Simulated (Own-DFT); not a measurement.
Hf₃₆O₇₁ (tetragonal hafnia with one neutral oxygen vacancy, atoms displaced) (calculated)

Computed with Own-DFT development build. A calculation, not a measurement: plane-wave PBE and HSE06 DFT by an unreviewed code, no spin, of a simulated cell at Gamma alone, so results move with cell size and shape, stress positive in tension, energies less offsets, not probed for a lower state with spin; hafnium file: forces about 75 meV/angstrom off all-electron values; oxygen file: force components 24 meV/angstrom off all-electron in a glass; k mesh not checked against a denser one; forces and stress are PBE's, HSE06 gives the energy alone, and its difference from PBE has offsets of its own; offsets are fitted by least squares, one for each functional and potential file, so energies compare only between cells with the same atoms and settings and are not formation energies; the far tail of each file's local potential was reset to the Coulomb form; each entry is a single point on an unrelaxed cell, so the pressure reflects the starting lattice, taken from the Materials Project, from which strain is counted, and rises with the displacements; printed positions are rounded, which can move forces by about a meV/angstrom; the program is a retired in-house code; no spin-orbit coupling.

Settings shared by all entries: first functional PBE; second functional HSE06; exact exchange share 0.25; screening 0.11 1/bohr; exchange divergence Gygi-Baldereschi; potential files PseudoDojo norm-conserving, scalar-relativistic, made for PBE, standard set; wave cutoff 48 hartree; occupations fixed; k mesh 1 x 1 x 1 centred on Gamma.

(1) Hf₃₆O₇₁ (tetragonal hafnia with one neutral oxygen vacancy, atoms displaced)

```
cell vectors (Å)
  10.7800     0.0000     0.0000
   0.0000    10.7800     0.0000
   0.0000     0.0000    10.4493
atoms (fractions of the cell vectors)
Hf  0.99839  0.99684  0.99136
Hf  0.18100  0.17153  0.24998
O   0.00635  0.17223  0.15054
O   0.16723  0.00124  0.33614
O   0.00979  0.16695  0.40418
O   0.18107  0.99868  0.08513
Hf  0.99407  0.00441  0.49872
Hf  0.17074  0.16896  0.74289
O   0.00066  0.16160  0.65201
O   0.17122  0.00829  0.84801
O   0.99295  0.16589  0.89420
O   0.15763  0.00505  0.59783
Hf  0.00319  0.33922  0.00905
Hf  0.15469  0.49832  0.23828
O   0.01100  0.49302  0.15860
O   0.15407  0.33699  0.34151
O   0.00010  0.50543  0.41152
O   0.17182  0.34626  0.11194
Hf  0.00490  0.32551  0.49641
Hf  0.16598  0.50173  0.76731
O   0.00159  0.50402  0.64630
O   0.16401  0.32455  0.84588
O   0.00249  0.50034  0.89307
O   0.15904  0.33616  0.59202
Hf  0.98203  0.67402  0.99785
Hf  0.16532  0.83726  0.27162
O   0.99603  0.83870  0.14417
O   0.17169  0.66417  0.34451
O   0.00598  0.84017  0.40589
O   0.16178  0.66030  0.09981
Hf  0.00425  0.67158  0.50313
Hf  0.16624  0.83872  0.75462
O   0.00213  0.83243  0.65670
O   0.16693  0.66394  0.84787
O   0.00932  0.83594  0.90708
O   0.16720  0.66724  0.59295
Hf  0.34892  0.00703  0.01861
Hf  0.49112  0.16444  0.25723
O   0.34212  0.16071  0.15604
O   0.50383  0.00548  0.35001
O   0.32717  0.17160  0.39077
O   0.50521  0.99086  0.09997
Hf  0.32793  0.99748  0.51081
Hf  0.49284  0.15801  0.75314
O   0.33053  0.16622  0.66925
O   0.50367  0.00436  0.85427
O   0.32775  0.17467  0.89857
O   0.50284  0.98487  0.60154
Hf  0.33219  0.34512  0.99619
Hf  0.49755  0.49263  0.25178
O   0.32303  0.50867  0.16027
O   0.49305  0.33111  0.33192
O   0.34917  0.49464  0.40346
O   0.50804  0.34883  0.08234
Hf  0.33486  0.32808  0.49514
Hf  0.47284  0.49365  0.73955
O   0.32574  0.49240  0.64566
O   0.50337  0.33034  0.84937
O   0.33771  0.51371  0.89668
Hf  0.32928  0.66323  0.99422
Hf  0.51180  0.83309  0.25457
O   0.35135  0.83271  0.15324
O   0.51442  0.66507  0.35961
O   0.34243  0.84025  0.39802
O   0.49899  0.68358  0.09165
Hf  0.33998  0.67602  0.49562
Hf  0.49282  0.83110  0.74717
O   0.32735  0.82462  0.65362
O   0.50536  0.67212  0.83345
O   0.33560  0.82646  0.90830
O   0.51036  0.65703  0.59496
Hf  0.66769  0.00537  0.99904
Hf  0.82141  0.14940  0.25814
O   0.66953  0.16144  0.16414
O   0.83519  0.00827  0.35088
O   0.66904  0.17031  0.40522
O   0.82580  0.00667  0.09349
Hf  0.66243  0.00472  0.50175
Hf  0.83997  0.15917  0.74430
O   0.67099  0.18108  0.65810
O   0.82635  0.99139  0.85138
O   0.67038  0.17564  0.90835
O   0.84288  0.99779  0.58662
Hf  0.67344  0.32969  0.99546
Hf  0.84197  0.50864  0.25764
O   0.66323  0.50494  0.14831
O   0.82279  0.33009  0.34939
O   0.65619  0.50605  0.41317
O   0.83465  0.31779  0.08473
Hf  0.66953  0.32335  0.49198
Hf  0.82693  0.49311  0.74635
O   0.66744  0.50250  0.65578
O   0.83064  0.33894  0.84566
O   0.65617  0.49834  0.89462
O   0.83514  0.31904  0.59464
Hf  0.66608  0.67452  0.00589
Hf  0.83970  0.82843  0.24256
O   0.64389  0.84723  0.14894
O   0.83850  0.66543  0.34620
O   0.65782  0.84333  0.40118
O   0.83031  0.66374  0.09055
Hf  0.67419  0.65709  0.49389
Hf  0.83023  0.82818  0.75238
O   0.67133  0.81787  0.65172
O   0.83553  0.65075  0.85827
O   0.65835  0.83445  0.89924
O   0.84071  0.66023  0.59360
```

The calculation gives: PBE energy of cell above offsets -85.801 eV; HSE06 less PBE above offsets 0.680 eV; PBE pressure 6.52 GPa; PBE stress xx -6.86 GPa; PBE stress yy -5.73 GPa; PBE stress zz -6.97 GPa; PBE stress yz -0.24 GPa; PBE stress xz -0.87 GPa; PBE stress xy 0.09 GPa.

Force:
```csv
element,x (eV/Å),y (eV/Å),z (eV/Å)
Hf,1.576,3.516,1.425
Hf,-3.891,0.201,-0.905
O,0.309,-0.657,0.553
O,0.558,1.452,2.005
O,-0.362,-1.219,-0.509
O,-2.579,-0.075,1.348
Hf,2.116,0.963,-0.59
Hf,-3.322,-0.46,2.548
O,0.221,-0.008,-0.772
O,-0.602,-1.292,-1.131
O,-0.329,-0.142,0.817
O,2.32,-0.6,-0.475
Hf,-0.999,-2.299,-1.428
Hf,6.418,1.628,5.072
O,-8.699,0.117,-3.76
O,0.576,-0.603,0.884
O,-0.882,-0.609,-1.916
O,0.762,-1.624,-2.532
Hf,-1.274,2.249,0.407
Hf,-2.998,-0.618,-3.354
O,0.386,-0.286,1.495
O,0.469,2.322,1.3
O,0.746,-0.073,2.196
O,2.52,-1.32,0.49
Hf,4.722,-1.489,-1.819
Hf,1.823,-2.22,-4.509
O,-0.092,-0.269,1.262
O,0.155,0.863,1.052
O,-0.451,-0.692,-1.499
O,-0.936,0.682,-1.19
Hf,0.709,-1.886,1.457
Hf,-0.34,-0.461,0.934
O,-0.555,0.077,0.382
O,0.096,1.677,0.126
O,-0.57,-1.108,-1.273
O,1.164,0.462,0.159
Hf,-2.014,-1.76,-3.234
Hf,3.098,-0.835,-0.993
O,-0.621,0.684,-1.813
O,-0.278,0.415,1.163
O,0.256,-1.429,1.891
O,0.995,2.247,0.951
Hf,0.448,-0.103,-1.337
Hf,2.239,2.642,1.369
O,1.74,-0.531,-4.191
O,-0.488,-0.805,-0.328
O,0.965,-0.115,1.729
O,-1.229,1.031,0.036
Hf,1.604,-1.268,0.003
Hf,-0.231,2.686,-1.222
O,2.91,-0.42,-1.508
O,0.584,-0.933,1.84
O,-0.189,0.302,0.897
O,-2.809,-0.457,1.388
Hf,-0.642,2.82,0.444
Hf,6.871,1.266,1.925
O,-1.883,-0.385,-0.539
O,-1.678,-0.237,-2.22
O,-0.297,-3.835,-1.195
Hf,0.116,3.782,3.696
Hf,-4.554,-1.201,1.754
O,-2.977,0.7,1.12
O,-1.228,0.555,-1.905
O,-1.269,0.378,1.492
O,0.237,-1.819,-0.109
Hf,0.22,-2.394,-0.011
Hf,2.037,-0.751,1.538
O,0.263,1.033,-1.156
O,-0.981,-1.465,0.417
O,-0.208,1.893,-1.28
O,-2.67,0.633,-0.047
Hf,-1.145,-0.17,-0.72
Hf,2.766,6.082,-3.656
O,-2.865,0.05,-0.852
O,0.313,-5.396,1.426
O,-0.365,-2.672,-0.718
O,1.927,-1.013,1.143
Hf,0.265,-1.394,-0.278
Hf,0.002,2.355,1.632
O,-1.869,-1.405,-0.604
O,0.538,0.243,-0.915
O,-0.121,-3.459,-1.03
O,-3.874,0.121,2.302
Hf,-0.196,3.872,-0.647
Hf,-1.507,-3.908,-0.671
O,1.813,0.486,1.807
O,0.343,1.244,-0.916
O,0.808,-4.487,-2.525
O,1.064,1.226,1.39
Hf,0.83,3.238,3.094
Hf,0.418,0.118,-0.385
O,-1.139,-0.896,-1.133
O,0.375,-1.688,-0.378
O,0.793,0.789,1.673
O,0.152,0.463,-0.365
Hf,-3.562,-2.708,-2.804
Hf,-1.591,1.762,0.602
O,8.384,-1.138,-1.961
O,-0.357,2.186,-0.334
O,1.705,-0.422,0.386
O,-0.179,0.887,3.776
Hf,-1.174,3.141,3.142
Hf,-0.759,-1.497,-0.653
O,0.202,1.355,0.395
O,0.156,3.076,-0.728
O,1.211,0.198,0.492
O,-0.465,0.841,0.209
```

(2) Hf₃₆O₇₁ (tetragonal hafnia with one neutral oxygen vacancy, atoms displaced)

```
cell vectors (Å)
  10.7800     0.0000     0.0000
   0.0000    10.7800     0.0000
   0.0000     0.0000    10.4493
atoms (fractions of the cell vectors)
Hf  0.99659  0.00199  0.00218
Hf  0.16404  0.16797  0.24859
O   0.00089  0.16368  0.15237
O   0.16253  0.00327  0.34501
O   0.00318  0.16453  0.40451
O   0.16891  0.00069  0.09609
Hf  0.00920  0.99147  0.49737
Hf  0.16347  0.16281  0.74799
O   0.00129  0.16497  0.65194
O   0.17276  0.99944  0.84684
O   0.99747  0.16525  0.90254
O   0.16748  0.00261  0.59542
Hf  0.99693  0.33718  0.99797
Hf  0.16825  0.50091  0.24494
O   0.99936  0.49999  0.15137
O   0.16599  0.33329  0.35084
O   0.00422  0.50038  0.40017
O   0.16506  0.33180  0.09595
Hf  0.00359  0.33635  0.49728
Hf  0.16872  0.50015  0.75087
O   1.00000  0.50306  0.65528
O   0.16460  0.34015  0.84884
O   0.00217  0.50675  0.89909
O   0.16622  0.33314  0.59981
Hf  0.99410  0.66468  0.00485
Hf  0.16630  0.83756  0.24614
O   0.99673  0.83147  0.14906
O   0.16611  0.66514  0.35155
O   0.99806  0.83103  0.39983
O   0.16552  0.66446  0.10121
Hf  0.00135  0.66706  0.50055
Hf  0.17171  0.83365  0.74728
O   0.99981  0.83325  0.65583
O   0.16960  0.66586  0.85207
O   0.00061  0.83429  0.89873
O   0.16230  0.66412  0.60190
Hf  0.33555  0.99902  0.99954
Hf  0.50159  0.16365  0.24934
O   0.33373  0.16627  0.15488
O   0.49976  0.00084  0.34924
O   0.33518  0.16890  0.40403
O   0.49675  0.00061  0.09187
Hf  0.33809  0.00334  0.50122
Hf  0.50002  0.16819  0.75064
O   0.33577  0.17312  0.66105
O   0.50353  0.00294  0.84605
O   0.33131  0.16557  0.90490
O   0.49998  0.00188  0.60107
Hf  0.32922  0.33428  0.00256
Hf  0.49902  0.50412  0.25031
O   0.33320  0.49561  0.15526
O   0.50276  0.33497  0.34628
O   0.33425  0.49837  0.40589
O   0.50273  0.33342  0.09370
Hf  0.33375  0.32814  0.49574
Hf  0.50019  0.49931  0.75024
O   0.33735  0.50410  0.65126
O   0.50074  0.33353  0.84810
O   0.33771  0.49970  0.90157
O   0.49933  0.33410  0.59612
Hf  0.33216  0.66976  0.99692
Hf  0.50004  0.83023  0.24938
O   0.33360  0.82996  0.14784
O   0.49862  0.66592  0.34309
O   0.33217  0.83302  0.40349
O   0.49592  0.66675  0.09541
Hf  0.33030  0.67225  0.49729
Hf  0.50107  0.83442  0.75206
O   0.33335  0.83459  0.65861
O   0.49640  0.66327  0.84449
O   0.33476  0.83440  0.90767
O   0.50279  0.67084  0.60070
Hf  0.66327  0.99644  0.99459
Hf  0.83252  0.16496  0.25240
O   0.66551  0.16955  0.15505
O   0.83282  0.00404  0.34934
O   0.66590  0.16342  0.40433
O   0.83494  0.99392  0.09762
Hf  0.67176  0.00608  0.50026
Hf  0.83835  0.16555  0.75095
O   0.66424  0.16190  0.65514
O   0.83065  0.00013  0.84658
O   0.66851  0.16452  0.90051
O   0.83290  0.99725  0.59748
Hf  0.67301  0.33543  0.99980
Hf  0.83328  0.49945  0.25146
O   0.66743  0.49884  0.15612
O   0.83134  0.33327  0.34494
O   0.66891  0.50372  0.40468
O   0.83350  0.33453  0.09819
Hf  0.66695  0.33587  0.50019
Hf  0.83521  0.50282  0.75298
O   0.66320  0.49734  0.65575
O   0.83660  0.32504  0.85132
O   0.66674  0.49925  0.90155
O   0.83359  0.33324  0.59676
Hf  0.66162  0.66535  0.00032
Hf  0.83346  0.83380  0.25033
O   0.83257  0.66903  0.34619
O   0.66403  0.83204  0.40545
O   0.83595  0.67038  0.09501
Hf  0.66610  0.67135  0.49897
Hf  0.83435  0.83311  0.75099
O   0.66032  0.83467  0.65206
O   0.83356  0.66106  0.84559
O   0.66580  0.83288  0.90559
O   0.83170  0.66397  0.59825
```

The calculation gives: PBE energy of cell above offsets -100.849 eV; HSE06 less PBE above offsets -0.141 eV; PBE pressure 1.28 GPa; PBE stress xx -0.79 GPa; PBE stress yy -1.01 GPa; PBE stress zz -2.03 GPa; PBE stress yz 0.19 GPa; PBE stress xz 0.21 GPa; PBE stress xy 0.05 GPa.

Force:
```csv
element,x (eV/Å),y (eV/Å),z (eV/Å)
Hf,0.712,-0.755,-0.575
Hf,0.231,0.406,0.001
O,-0.662,0.05,-0.074
O,0.198,-0.867,0.222
O,-0.185,0.265,-0.037
O,-0.541,-0.366,0.312
Hf,-1.711,1.535,0.253
Hf,0.759,1.101,0.818
O,-0.12,-0.108,0.054
O,-0.324,-0.188,-0.473
O,0.432,0.094,0.032
O,0.865,-0.177,0.288
Hf,0.476,-0.101,-0.476
Hf,-0.207,0.173,1.077
O,-0.203,-0.082,-0.24
O,0.023,-0.019,-0.677
O,-0.537,0.225,0.147
O,-0.558,0.09,0.523
Hf,-0.142,-0.605,0.591
Hf,0.591,0.456,-0.344
O,-0.067,-0.267,-0.454
O,-0.161,-1.447,0.09
O,-0.577,-1.181,0.594
O,0.095,0.015,-0.355
Hf,1.826,1.039,-1.202
Hf,-0.036,-0.838,-0.291
O,0.875,0.236,0.656
O,0.234,0.683,-0.458
O,0.279,0.118,-0.092
O,0.057,-0.018,-0.01
Hf,-0.303,-0.828,0.213
Hf,-1.373,-0.682,1.644
O,0.358,0.175,-0.898
O,0.425,0.641,-0.487
O,-0.423,-0.108,0.647
O,0.868,0.676,-0.488
Hf,-1.032,0.952,-0.406
Hf,-0.127,1.154,-0.166
O,-0.111,0.1,0.254
O,-0.363,-0.736,-0.408
O,-0.091,-1.319,-0.235
O,1.292,-0.46,1.037
Hf,0.671,-0.114,0.087
Hf,0.581,0.682,0.519
O,-1.099,-0.525,-1.185
O,-0.132,-0.797,0.451
O,-0.028,0.399,0.272
O,-0.498,-0.1,-0.698
Hf,1.481,-0.27,-0.8
Hf,0.086,-1.761,-0.029
O,0.096,0.084,-0.35
O,0.013,-0.313,-0.186
O,0.012,0.656,-0.422
O,-0.313,0.08,0.07
Hf,0.14,1.826,1.33
Hf,-0.586,-0.698,-0.3
O,-0.824,0.045,0.259
O,0.063,-0.182,-0.261
O,-0.383,-0.012,0.599
O,0.223,-0.299,-0.31
Hf,-0.946,-0.812,-0.283
Hf,0.416,0.646,-0.17
O,-0.126,0.184,1.027
O,-0.139,0.749,0.545
O,-0.155,1.131,-0.222
O,0.906,0.204,0.359
Hf,0.285,-2.16,1.197
Hf,0.074,-0.383,-0.39
O,0.339,-0.015,-1.046
O,0.443,1.184,0.864
O,0.215,-0.079,-0.932
O,-0.747,0.152,-1.07
Hf,0.408,1.538,0.393
Hf,-0.048,0.368,-0.26
O,0.677,-0.406,-0.143
O,-0.054,-1.131,-0.199
O,0.097,1.224,-0.391
O,-1.207,-0.035,0.192
Hf,-0.574,-0.922,0.935
Hf,-1.045,-0.202,-0.599
O,0.954,0.208,-0.461
O,0.15,-0.526,0.206
O,0.033,0.425,0.76
O,0.919,-0.213,-0.118
Hf,-1.747,-1.002,-0.299
Hf,-0.238,0.131,0.309
O,0.107,0.466,-0.496
O,0.133,-0.091,0.215
O,0.009,-0.233,-0.127
O,0.602,0.109,0.211
Hf,-0.355,0.19,0.407
Hf,-0.517,-1.257,-1.111
O,1.097,-0.083,-0.221
O,0.124,1.803,-0.016
O,0.371,0.195,0.518
O,0.254,-0.11,-0.152
Hf,0.391,-0.401,-0.032
Hf,-0.627,0.231,-0.248
O,0.177,-0.254,-0.176
O,0.085,0.933,-1.04
O,-2.067,0.095,0.59
Hf,-0.113,-0.724,1.015
Hf,-0.113,0.087,-0.297
O,1.441,-0.033,0.576
O,-0.252,1.662,0.591
O,-0.04,-0.884,0.083
O,0.16,0.315,-0.142
```
